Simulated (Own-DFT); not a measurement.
# What random displacements cost in diamond germanium, 16 atoms (Ge16)

All numbers below are calculated, not measured. The program, named Own-DFT, is a retired in-house plane-wave density functional code that no person has reviewed. Each row is one single-point run on a periodic cell that was not relaxed, without spin or spin-orbit coupling.

Settings of every run: PBE; PseudoDojo norm-conserving scalar-relativistic files; cutoff 42 hartree; 5 x 5 x 5 k mesh centred on Gamma; Fermi-Dirac smearing of 0.1 eV.

Known limits, some of them of some rows only: some atoms lie very close together; k mesh not checked against a denser one; stress not checked against mesh or cutoff.

Cell vectors in Å: (0.000, 5.658, 5.658); (5.658, 0.000, 5.658); (5.658, 5.658, 0.000). In each run every atom was moved at random and independently from its ideal site; u is the rms move along one axis. E is the free energy for each atom above the fitted value at u = 0, and F the rms of the force components.

```
run   u (Å)  E (meV/atom)  F (eV/Å)  largest force (eV/Å)  P (GPa)
  1  0.0188           7.8     0.251                  0.93     3.85
  2  0.0199             ?         ?                     ?        ?
  3  0.0215          10.0     0.309                  1.00     3.89
  4  0.0530          56.7     0.883                  3.29     4.51
  5  0.0543          58.1     0.847                  2.33     4.50
  6  0.1059         257.0     2.041                  5.10     7.24
  7  0.1124         147.6     1.473                  5.08     5.32
  8  0.1619         603.3     4.351                 17.43    11.41
```

## Worked fit

For small independent moves the energy grows as E = (3/2) K u², with K the mean stiffness felt by one atom. The runs with u up to 0.11 Å give K = 14.1 ± 0.6 eV/Å², with residuals divided by u² + 0.0006 Å², since the noise grows with the moves. The scatter is 4.0 meV/atom at u = 0.05 Å. The forces follow F = G u with G = 16.0 eV/Å²; no force at u = 0 is resolved. G exceeds K because the moves of its neighbours add to the force on an atom, and stiffness differs between atoms. At u = 0.162 Å the parabola gives 556 meV/atom and the run 603. The pressure follows P = 3.68 + 314 u² GPa: at fixed volume, shortened bonds push harder than stretched ones pull.

## Withheld run

Question: what energy and rms force should run 2 give?

The fit gives 8 ± 1 meV/atom and about 0.32 eV/Å. The calculation gave 7.2 meV/atom and 0.225 eV/Å. This run lies off the fit, by chance or by something that the fit leaves out.
